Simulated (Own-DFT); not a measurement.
## Calculated data, GaP (zincblende, atoms displaced)

Computed with Own-DFT development build. A calculation, not a measurement: plane-wave PBE density functional theory by an unreviewed code, no spin, of a simulated periodic cell, stress positive in tension, free energy of the whole cell less one offset for each atom, forces on such cells passed a denser k mesh, this cell's mesh not checked; offsets are fitted by least squares, one for each functional and potential file, so energies compare only between cells with the same atoms and settings and are not formation energies; the far tail of each file's local potential was reset to the Coulomb form; each entry is a single point on an unrelaxed cell, so the pressure reflects the starting lattice, mostly measured values (interpolated for alloys), from which strain is counted, and rises with the displacements; printed positions are rounded, which can move forces by about a meV/angstrom; the program, named Own-DFT, is a retired in-house code; no spin-orbit coupling.

Common to all runs: functional PBE; potential files PseudoDojo norm-conserving, scalar-relativistic, standard set; wave cutoff 42 hartree; occupations Fermi-Dirac; smearing width 0.1 eV; hardware one NVIDIA H100; k mesh 3 x 3 x 3 centred on Gamma.

(1) GaP (zincblende, atoms displaced)

```
GaP
1.0
     10.9010     0.0000     0.0000
      0.0000    10.9010     0.0000
      0.0000     0.0000    10.9010
Ga P Ga P Ga P Ga P Ga P Ga P Ga P Ga P
4 4 4 4 4 4 4 4 4 4 4 4 4 4 4 4
Direct
  0.98624 0.00766 0.00327
  0.00214 0.24270 0.24675
  0.25228 0.02103 0.24499
  0.25781 0.23901 0.00587
  0.12227 0.13243 0.11368
  0.11847 0.36102 0.37693
  0.35193 0.12266 0.36203
  0.35701 0.37118 0.12989
  0.00914 0.98151 0.47952
  0.00863 0.22881 0.73847
  0.25462 0.00310 0.75337
  0.23668 0.21238 0.49055
  0.12600 0.10008 0.64402
  0.11684 0.34726 0.89773
  0.38899 0.10794 0.86567
  0.36697 0.38985 0.62493
  0.99469 0.50329 0.00059
  0.99808 0.73450 0.24439
  0.24646 0.46432 0.24023
  0.25055 0.75820 0.00047
  0.10817 0.63030 0.08285
  0.11094 0.86075 0.36840
  0.37711 0.62809 0.36332
  0.36248 0.84915 0.10737
  0.98019 0.51380 0.50639
  0.99909 0.72435 0.74473
  0.24911 0.50780 0.71143
  0.25127 0.75623 0.51257
  0.12297 0.62692 0.62362
  0.13262 0.84253 0.87947
  0.39968 0.62011 0.89995
  0.37157 0.89239 0.65302
  0.50959 0.01124 0.99959
  0.52328 0.25311 0.23868
  0.76980 0.99173 0.25765
  0.72547 0.24070 0.99505
  0.62267 0.13435 0.12303
  0.64830 0.38680 0.37472
  0.86295 0.13812 0.35756
  0.85716 0.38274 0.12252
  0.50159 0.99468 0.47384
  0.49272 0.25620 0.74655
  0.74717 0.98518 0.74306
  0.75086 0.25122 0.47565
  0.60017 0.10836 0.61868
  0.63368 0.40294 0.89747
  0.88472 0.12499 0.87142
  0.85979 0.36648 0.62717
  0.50139 0.48690 0.03075
  0.48693 0.76358 0.24011
  0.73841 0.52307 0.25500
  0.73191 0.75066 0.98805
  0.61804 0.61261 0.14524
  0.61421 0.86015 0.40088
  0.87425 0.61394 0.37978
  0.88629 0.88226 0.12820
  0.50703 0.48851 0.53488
  0.48307 0.74445 0.74010
  0.74869 0.51098 0.75658
  0.73622 0.76708 0.48540
  0.61644 0.63355 0.64907
  0.62932 0.87423 0.85077
  0.89343 0.62939 0.88451
  0.89866 0.85913 0.62787
```

It finds free energy of cell above offsets -10.014 eV; pressure 8.45 GPa; stress xx -9.27 GPa; stress yy -8.07 GPa; stress zz -8 GPa; stress yz -0.2 GPa; stress xz -0.75 GPa; stress xy 2.31 GPa; wall time 558.9 s.

Force:
| element | x (eV/Å) | y (eV/Å) | z (eV/Å) |
| --- | --- | --- | --- |
| Ga | 1.966 | -0.825 | -0.762 |
| Ga | -0.62 | 1.645 | -1.138 |
| Ga | -3.247 | -4.611 | -3.501 |
| Ga | 0.87 | -0.348 | -1.781 |
| P | -0.328 | -1.499 | 0.945 |
| P | -0.302 | 0.576 | 0.946 |
| P | 6.157 | 1.204 | 1.557 |
| P | 4.85 | -3.168 | -2.513 |
| Ga | -2.037 | 1.974 | 2.204 |
| Ga | -1.072 | 2.726 | 1.405 |
| Ga | -1.782 | -1.004 | 3.476 |
| Ga | -1.443 | 2.468 | 2.313 |
| P | -0.626 | 0.443 | -3.928 |
| P | -0.201 | 1.56 | -2.436 |
| P | -0.847 | 2.543 | 1.2 |
| P | 0.354 | -5.343 | -1.122 |
| Ga | -1.243 | -4.414 | -0.615 |
| Ga | 0.07 | -0.423 | -0.667 |
| Ga | -3.455 | 4.868 | 3.635 |
| Ga | -0.877 | -5.281 | -2.366 |
| P | 2.478 | 0.949 | 4.606 |
| P | 3.257 | -0.485 | -1.362 |
| P | -0.771 | -1.005 | 1.516 |
| P | 3.981 | 6.643 | 3.792 |
| Ga | 1.896 | -2.966 | 1.604 |
| Ga | 0.66 | 1.605 | 1.215 |
| Ga | -0.696 | 0.307 | 5.224 |
| Ga | 0.643 | 0.366 | -1.104 |
| P | -0.644 | 0.029 | -2.119 |
| P | -2.623 | 4.104 | -2.771 |
| P | -1.856 | 0.562 | -1.521 |
| P | 1.576 | -2.553 | -4.671 |
| Ga | -0.258 | -2.395 | -0.335 |
| Ga | -2.55 | 2.445 | 2.389 |
| Ga | -2.032 | -0.477 | -0.394 |
| Ga | 3.15 | 1.866 | -1.517 |
| P | 0.852 | -3.813 | 0.682 |
| P | -3.643 | -0.119 | 0.311 |
| P | 2.255 | -1.735 | 1.222 |
| P | 0.54 | -0.541 | 0.454 |
| Ga | -3.229 | 2.271 | 2.25 |
| Ga | 0.565 | 0.554 | 0.487 |
| Ga | 2.456 | 1.888 | -1.368 |
| Ga | -0.596 | -0.63 | 3.218 |
| P | 1.98 | 1.674 | -0.192 |
| P | -0.814 | -2.349 | -1.578 |
| P | -2.823 | -0.206 | -0.501 |
| P | 0.929 | 0.198 | 0.114 |
| Ga | -0.787 | 0.409 | -0.684 |
| Ga | 0.993 | -1.525 | 1.185 |
| Ga | 3.62 | -2.658 | 0.905 |
| Ga | 1.078 | -0.424 | 0.949 |
| P | -1.929 | 4.335 | -2.812 |
| P | -3.197 | 2.7 | -7.25 |
| P | -1.591 | 3.16 | -1.601 |
| P | -1.64 | -1.958 | -0.108 |
| Ga | 1.82 | 1.976 | -3.153 |
| Ga | -0.696 | 0.601 | 2.646 |
| Ga | 1.096 | 0.002 | 0.529 |
| Ga | 6.579 | -5.392 | 5.475 |
| P | 1.939 | -0.807 | -2.889 |
| P | -2.22 | -1.034 | 2.607 |
| P | -3.492 | -0.148 | -0.882 |
| P | -2.445 | 1.485 | -1.421 |

(2) GaP (zincblende, atoms displaced)

```
GaP
1.0
     10.9010     0.0000     0.0000
      0.0000    10.9010     0.0000
      0.0000     0.0000    10.9010
Ga P Ga P Ga P Ga P Ga P Ga P Ga P Ga P
4 4 4 4 4 4 4 4 4 4 4 4 4 4 4 4
Direct
  0.00143 0.98724 0.99193
  0.98634 0.24230 0.23724
  0.24404 0.01089 0.24363
  0.24898 0.24593 0.98865
  0.12755 0.13131 0.11938
  0.13385 0.37237 0.36299
  0.36158 0.12498 0.37662
  0.36480 0.37997 0.13371
  0.98713 0.99821 0.49475
  0.00398 0.25282 0.74363
  0.27260 0.99742 0.74323
  0.24443 0.25212 0.49270
  0.11840 0.13580 0.62103
  0.08931 0.36963 0.86261
  0.36086 0.13306 0.86348
  0.37290 0.37582 0.62293
  0.99839 0.48958 0.99500
  0.00802 0.75057 0.24358
  0.24057 0.47760 0.24353
  0.24301 0.74412 0.00375
  0.14581 0.62668 0.13792
  0.12948 0.89242 0.36135
  0.37360 0.63579 0.37073
  0.40290 0.84365 0.11155
  0.01434 0.50521 0.49646
  0.99824 0.74182 0.74011
  0.25406 0.51145 0.71226
  0.23218 0.75234 0.50650
  0.11635 0.63718 0.62711
  0.11414 0.88502 0.86700
  0.38334 0.61249 0.85738
  0.38503 0.89432 0.61805
  0.49839 0.99524 0.00270
  0.48937 0.26823 0.24782
  0.74476 0.00477 0.22130
  0.77213 0.23309 0.00359
  0.63367 0.12314 0.12503
  0.62593 0.38334 0.36186
  0.87550 0.12957 0.38774
  0.86858 0.38166 0.12624
  0.53660 0.99363 0.49793
  0.46980 0.25938 0.71656
  0.74820 0.00570 0.76198
  0.74633 0.25674 0.50427
  0.63091 0.13049 0.63288
  0.63590 0.38188 0.86509
  0.88986 0.10343 0.87848
  0.87554 0.36346 0.62458
  0.49964 0.50833 0.99850
  0.48058 0.73901 0.23647
  0.76367 0.52051 0.24412
  0.75597 0.75687 0.99675
  0.61791 0.60897 0.11645
  0.62975 0.87670 0.36910
  0.89946 0.62722 0.38570
  0.84683 0.88379 0.12689
  0.50004 0.48281 0.49078
  0.50304 0.77005 0.75112
  0.72170 0.50090 0.75286
  0.78208 0.73741 0.50244
  0.62437 0.61600 0.65467
  0.61755 0.85211 0.88354
  0.86416 0.63772 0.84655
  0.88006 0.88074 0.60765
```

Results for GaP (zincblende, atoms displaced): free energy of cell above offsets -15.399 eV; pressure 7.56 GPa; stress xx -6.67 GPa; stress yy -8.08 GPa; stress zz -7.92 GPa; stress yz 0.92 GPa; stress xz -0.02 GPa; stress xy 2.33 GPa; wall time 578.1 s.

Force:
| element | x (eV/Å) | y (eV/Å) | z (eV/Å) |
| --- | --- | --- | --- |
| Ga | -0.07 | 0.211 | 3.098 |
| Ga | 0.56 | 0.368 | 1.252 |
| Ga | 1.576 | -0.336 | -0.679 |
| Ga | -1.212 | 1.79 | 0.53 |
| P | -1.032 | -0.859 | -0.737 |
| P | -2.974 | -1.025 | 1.888 |
| P | 2.542 | -0.088 | -0.259 |
| P | 1.554 | -0.927 | -4.145 |
| Ga | 2.741 | 1.288 | -0.799 |
| Ga | -2.366 | -2.833 | -1.336 |
| Ga | -3.257 | 0.804 | 0.322 |
| Ga | -0.126 | -0.226 | 0.551 |
| P | 1.075 | -1.834 | -0.4 |
| P | 4.968 | 2.007 | 1.772 |
| P | 2.533 | -0.238 | 0.701 |
| P | -3.54 | 3.14 | -5.041 |
| Ga | -0.647 | 2.328 | 0.51 |
| Ga | -0.386 | 0.978 | 0.201 |
| Ga | 0.928 | 3.462 | 1.022 |
| Ga | 1.025 | 0.59 | -2.19 |
| P | -2.477 | -0.803 | -1.108 |
| P | -1.281 | -1.57 | 1.401 |
| P | -1.369 | -2.178 | 1.806 |
| P | -4.61 | 4.904 | -3.379 |
| Ga | 0.091 | -2.556 | 0.634 |
| Ga | -0.953 | 3.209 | 1.25 |
| Ga | -0.46 | -0.063 | 2.886 |
| Ga | 2.022 | 1.588 | -1.791 |
| P | 1.149 | -1.667 | -1.398 |
| P | 2.526 | -2.467 | -1.084 |
| P | -1.521 | 1.391 | 0.274 |
| P | 0.467 | -2.3 | -1.175 |
| Ga | 0.536 | 0.734 | -0.781 |
| Ga | 0.643 | -2.2 | 0.755 |
| Ga | -0.583 | 0.938 | 6.244 |
| Ga | -1.164 | 0.927 | -1.077 |
| P | -3.499 | 2.928 | -1.832 |
| P | 1.262 | -0.474 | 0.4 |
| P | -1.223 | 0.308 | -2.486 |
| P | 0.569 | -0.513 | -0.28 |
| Ga | -1.866 | 1.544 | 0.458 |
| Ga | 5.202 | -4.598 | 5.183 |
| Ga | -0.39 | -1.56 | -0.276 |
| Ga | -0.261 | -0.064 | -0.975 |
| P | -0.907 | 0.317 | -0.16 |
| P | -3.008 | -4.514 | 3.647 |
| P | -1.022 | 2.606 | -1.333 |
| P | -0.26 | 2.515 | -0.117 |
| Ga | -0.989 | -2.589 | -1.572 |
| Ga | 4.474 | -2.212 | 3.909 |
| Ga | -0.715 | -0.426 | 0.915 |
| Ga | -0.26 | -2.181 | -0.147 |
| P | 2.153 | 2.745 | 1.673 |
| P | 1.217 | -2.182 | -1.583 |
| P | -0.756 | -0.291 | -2.837 |
| P | 5.473 | -3.448 | -1.949 |
| Ga | 0.017 | 2.475 | 0.508 |
| Ga | -1.8 | -2.105 | -1.7 |
| Ga | 6.252 | -1.42 | 0.304 |
| Ga | -3.534 | 0.595 | 0.652 |
| P | -3.195 | 4.394 | -6.35 |
| P | 1.158 | 3.859 | 0.285 |
| P | -0.064 | -1.478 | 2.745 |
| P | -0.933 | -0.713 | 3.207 |

(3) GaP (zincblende, atoms displaced)

```
GaP
1.0
     10.9010     0.0000     0.0000
      0.0000    10.9010     0.0000
      0.0000     0.0000    10.9010
Ga P Ga P Ga P Ga P Ga P Ga P Ga P Ga P
4 4 4 4 4 4 4 4 4 4 4 4 4 4 4 4
Direct
  0.95978 0.00449 0.98178
  0.02006 0.23213 0.24622
  0.23508 0.99739 0.26276
  0.23232 0.24123 0.99018
  0.10882 0.10078 0.11928
  0.10582 0.38656 0.35138
  0.37538 0.12536 0.36651
  0.36216 0.38290 0.11698
  0.00521 0.99085 0.48959
  0.00316 0.24127 0.77271
  0.23278 0.98575 0.74170
  0.24770 0.21854 0.46953
  0.12783 0.09669 0.62743
  0.14075 0.38194 0.86347
  0.38119 0.11484 0.85615
  0.38732 0.38223 0.61652
  0.98177 0.49608 0.99749
  0.95970 0.72586 0.22800
  0.25094 0.51608 0.24289
  0.24830 0.75049 0.99554
  0.15910 0.61073 0.12769
  0.13993 0.87260 0.38951
  0.38345 0.63388 0.36953
  0.36989 0.87189 0.12107
  0.01326 0.52032 0.51127
  0.99729 0.76571 0.76660
  0.26776 0.49926 0.73832
  0.24675 0.75699 0.51442
  0.12843 0.58842 0.62580
  0.13053 0.87542 0.87132
  0.38054 0.61256 0.88280
  0.38674 0.87564 0.62384
  0.52163 0.01754 0.01076
  0.51718 0.23283 0.24845
  0.76242 0.00153 0.26480
  0.73724 0.27320 0.01092
  0.60862 0.12612 0.11277
  0.65037 0.36867 0.37156
  0.85610 0.14058 0.38598
  0.88429 0.39037 0.14117
  0.47448 0.01968 0.49822
  0.52961 0.23455 0.74826
  0.75334 0.98742 0.74959
  0.75322 0.24646 0.49097
  0.65596 0.09336 0.61453
  0.61367 0.38643 0.85405
  0.85244 0.12660 0.84416
  0.86111 0.36681 0.61637
  0.52148 0.50916 0.00883
  0.48819 0.73203 0.24394
  0.73870 0.48323 0.26854
  0.75078 0.78097 0.01660
  0.60404 0.61316 0.14846
  0.61918 0.86814 0.38709
  0.88075 0.63635 0.39474
  0.86856 0.84669 0.13179
  0.50792 0.49994 0.50226
  0.50394 0.72952 0.76625
  0.77758 0.51176 0.73065
  0.76035 0.76099 0.50129
  0.65266 0.60343 0.60025
  0.61712 0.85644 0.88130
  0.88511 0.61541 0.87249
  0.85306 0.86300 0.62170
```

It finds free energy of cell above offsets -7.148 eV; pressure 8.95 GPa; stress xx -7.82 GPa; stress yy -8.65 GPa; stress zz -10.39 GPa; stress yz -0.63 GPa; stress xz -3.05 GPa; stress xy -0.46 GPa; wall time 557.3 s.

Force:
| element | x (eV/Å) | y (eV/Å) | z (eV/Å) |
| --- | --- | --- | --- |
| Ga | 1.371 | -0.855 | 0.611 |
| Ga | -2.18 | 0.965 | 0.504 |
| Ga | 1.382 | -0.604 | -1.803 |
| Ga | 1.721 | -0.189 | 0.358 |
| P | 0.478 | 0.012 | -1.05 |
| P | 1.701 | -0.267 | 1.667 |
| P | 1.5 | -0.639 | -3.328 |
| P | 1.347 | -1.507 | 0.221 |
| Ga | -1.762 | 0.416 | 0.943 |
| Ga | 1.208 | 1.149 | -2.673 |
| Ga | 4.177 | -0.654 | 0.696 |
| Ga | -3.105 | 4.011 | 3.31 |
| P | -2.078 | 3.729 | -1.959 |
| P | -2.068 | -0.683 | 0.972 |
| P | -0.452 | 0.104 | 1.141 |
| P | -0.093 | -2.869 | -0.173 |
| Ga | 3.189 | -0.43 | 0.371 |
| Ga | 5.935 | -4.318 | 3.263 |
| Ga | 4.293 | -4.962 | 5.687 |
| Ga | 0.686 | -0.342 | 0.114 |
| P | -7.498 | 5.042 | -5.806 |
| P | -2.36 | -0.76 | -1.603 |
| P | -2.42 | -2.083 | 3.38 |
| P | 0.723 | 1.165 | 0.496 |
| Ga | -5.092 | -4.675 | -4.886 |
| Ga | -0.794 | -1.688 | -1.801 |
| Ga | 1.037 | -0.685 | 0.916 |
| Ga | 1.286 | -2.006 | 0.441 |
| P | 3.909 | 6.165 | 4.104 |
| P | -1.377 | 0.048 | 2.017 |
| P | -0.871 | 0.538 | 0.002 |
| P | -0.502 | -0.92 | 1.428 |
| Ga | -6.552 | -6.808 | -6.262 |
| Ga | -1.899 | 3.133 | 0.861 |
| Ga | -1.924 | -1.052 | -0.319 |
| Ga | 0.07 | 0.426 | -1.027 |
| P | 7.374 | 4.048 | 4.55 |
| P | -6.319 | -3.962 | 3.237 |
| P | 6.204 | -4.075 | -4.111 |
| P | -0.829 | -2.016 | -0.222 |
| Ga | 2.908 | -2.228 | 1.507 |
| Ga | -1.38 | -0.622 | -1.415 |
| Ga | -1.314 | -2.795 | 0.624 |
| Ga | -2.803 | 1.92 | 4.332 |
| P | -3.51 | 2.71 | -1.376 |
| P | 2.197 | 0.938 | 1.624 |
| P | 0.288 | 1.357 | 3.562 |
| P | 3.234 | -0.195 | 0.697 |
| Ga | -2.29 | -2.594 | -1.889 |
| Ga | 0.099 | 4.522 | -0.022 |
| Ga | 3.919 | 5.601 | -3.946 |
| Ga | -4.804 | -5.021 | -4.381 |
| P | 4.835 | 0.092 | -0.553 |
| P | -0.551 | 0.945 | -1.554 |
| P | -0.413 | -1.554 | -1.405 |
| P | 1.448 | 8.61 | 0.658 |
| Ga | -0.381 | -0.047 | -1.75 |
| Ga | 0.113 | -0.139 | -2.556 |
| Ga | -1.279 | -1.128 | 1.224 |
| Ga | -3.676 | -2.475 | -2.619 |
| P | -1.128 | 2.505 | 1.285 |
| P | 0.971 | 2.477 | 0.329 |
| P | -1.211 | 2.63 | 0.121 |
| P | 5.312 | 2.589 | 3.243 |

(4) GaP (zincblende, atoms displaced)

```
GaP
1.0
     10.9010     0.0000     0.0000
      0.0000    10.9010     0.0000
      0.0000     0.0000    10.9010
Ga P Ga P Ga P Ga P Ga P Ga P Ga P Ga P
4 4 4 4 4 4 4 4 4 4 4 4 4 4 4 4
Direct
  0.01347 0.99077 0.99684
  0.98369 0.26292 0.25445
  0.22934 0.03087 0.24874
  0.27156 0.25239 0.01431
  0.11185 0.15400 0.11560
  0.12467 0.39511 0.37725
  0.36670 0.10812 0.35758
  0.39097 0.37518 0.13814
  0.99851 0.99417 0.51208
  0.98947 0.23627 0.76533
  0.22672 0.00851 0.73482
  0.22882 0.24961 0.48888
  0.12425 0.11148 0.60369
  0.14046 0.37729 0.86764
  0.38283 0.10777 0.84745
  0.37415 0.36905 0.62770
  0.00626 0.50006 0.01832
  0.00094 0.77351 0.26134
  0.24084 0.48249 0.25421
  0.26006 0.74808 0.98522
  0.12304 0.61770 0.14564
  0.12348 0.90213 0.37601
  0.39729 0.64314 0.39422
  0.38196 0.88741 0.11821
  0.97672 0.48812 0.51193
  0.01051 0.74921 0.76785
  0.25041 0.45195 0.74668
  0.22812 0.74003 0.49637
  0.14282 0.62508 0.62492
  0.12331 0.89208 0.83835
  0.38017 0.63542 0.89333
  0.38761 0.86178 0.60252
  0.49967 0.01828 0.00505
  0.49289 0.25834 0.23280
  0.73061 0.99810 0.24264
  0.74762 0.25612 0.02592
  0.63768 0.11536 0.12164
  0.60072 0.35532 0.35009
  0.84870 0.12569 0.35989
  0.87229 0.39341 0.14200
  0.48814 0.00880 0.46597
  0.49041 0.25344 0.75997
  0.75607 0.97371 0.75471
  0.77119 0.25921 0.52047
  0.63263 0.11893 0.64613
  0.65216 0.36372 0.88302
  0.88639 0.12277 0.89387
  0.86544 0.40449 0.61448
  0.48111 0.50497 0.98121
  0.48715 0.74573 0.23456
  0.74578 0.49025 0.27003
  0.74203 0.75311 0.98120
  0.63780 0.62106 0.12922
  0.60495 0.86375 0.37980
  0.86781 0.61673 0.38090
  0.87109 0.87877 0.12928
  0.49594 0.51021 0.50339
  0.50639 0.70499 0.74935
  0.72795 0.50598 0.73976
  0.76653 0.76254 0.50775
  0.61143 0.62174 0.62065
  0.61293 0.89299 0.88305
  0.88833 0.61761 0.86805
  0.90080 0.88322 0.62131
```

Results for GaP (zincblende, atoms displaced): free energy of cell above offsets -10.319 eV; pressure 7.89 GPa; stress xx -7.96 GPa; stress yy -7.4 GPa; stress zz -8.29 GPa; stress yz 3.11 GPa; stress xz 1.09 GPa; stress xy -1.28 GPa; wall time 538.9 s.

Force:
| element | x (eV/Å) | y (eV/Å) | z (eV/Å) |
| --- | --- | --- | --- |
| Ga | -0.146 | 0.236 | 0.858 |
| Ga | 0.684 | -0.806 | 0.739 |
| Ga | -1.219 | -1.694 | -2.704 |
| Ga | -0.396 | -0.454 | -1.785 |
| P | 0.375 | -1.212 | 0.313 |
| P | -2.842 | -2.638 | 2.13 |
| P | 0.228 | 5.051 | 0.157 |
| P | -3.81 | 3.964 | -3.91 |
| Ga | -0.109 | 2.633 | -4.789 |
| Ga | 1.454 | 1.4 | -1.697 |
| Ga | 5.021 | 0.304 | -1.609 |
| Ga | 1.738 | -0.069 | -0.282 |
| P | -0.717 | 3.748 | 1.168 |
| P | -4.571 | -3.053 | 5.159 |
| P | -1.622 | 0.312 | 2.336 |
| P | 1.877 | -1.171 | -2.836 |
| Ga | 0.018 | 0.106 | -1.474 |
| Ga | -0.502 | -1.248 | -0.223 |
| Ga | 3.3 | 2.381 | -1.155 |
| Ga | -2.889 | 3.012 | 2.647 |
| P | 0.661 | 1.985 | -1.074 |
| P | 0.242 | -2.158 | -0.031 |
| P | -3.214 | -0.127 | -1.996 |
| P | -2.144 | -0.141 | 0.298 |
| Ga | 7.127 | 5.679 | -4.993 |
| Ga | -0.436 | -1.704 | -2.59 |
| Ga | 1.439 | 5.637 | -2.374 |
| Ga | 2.524 | 2.573 | -1.683 |
| P | -2.679 | -2.527 | 2.293 |
| P | -0.211 | -1.995 | 5.305 |
| P | -0.716 | -1.143 | -4.24 |
| P | -1.268 | 0.407 | 1.236 |
| Ga | -0.665 | -0.254 | -0.781 |
| Ga | 1.099 | -6.697 | 0.914 |
| Ga | 1.021 | -2.754 | 2.338 |
| Ga | 2.176 | -0.137 | -0.321 |
| P | -2.739 | 2.499 | -0.67 |
| P | 3.516 | 3.064 | 5.383 |
| P | 1.94 | 0.662 | 1.999 |
| P | -0.107 | -0.873 | -1.49 |
| Ga | 2.158 | -1.566 | 3.996 |
| Ga | 2.455 | 0.065 | -0.575 |
| Ga | 0.203 | 1.816 | 0.063 |
| Ga | -2.763 | -2.741 | -1.677 |
| P | -0.218 | 0.749 | -1.854 |
| P | -3.109 | 1.396 | -1.325 |
| P | -2.232 | -0.546 | 0.06 |
| P | -3.789 | -4.86 | 6.781 |
| Ga | 4.209 | -2.923 | 3.285 |
| Ga | 1.431 | -0.265 | -0.072 |
| Ga | -1.676 | 0.814 | -0.4 |
| Ga | 0.608 | -0.391 | 1.215 |
| P | -1.14 | 0.179 | -0.852 |
| P | 2.162 | 0.231 | -1.124 |
| P | 0.754 | 1.627 | 0.331 |
| P | 0.333 | -0.36 | -1.154 |
| Ga | -0.33 | -3.341 | -1.176 |
| Ga | -2.574 | 4.902 | 2.134 |
| Ga | 1.55 | -0.425 | 1.562 |
| Ga | -1.158 | -0.389 | -0.814 |
| P | 4.08 | -0.066 | -1.99 |
| P | 0.676 | -2.781 | -1.354 |
| P | -1.547 | -0.029 | 0.717 |
| P | -3.522 | -3.896 | 3.656 |
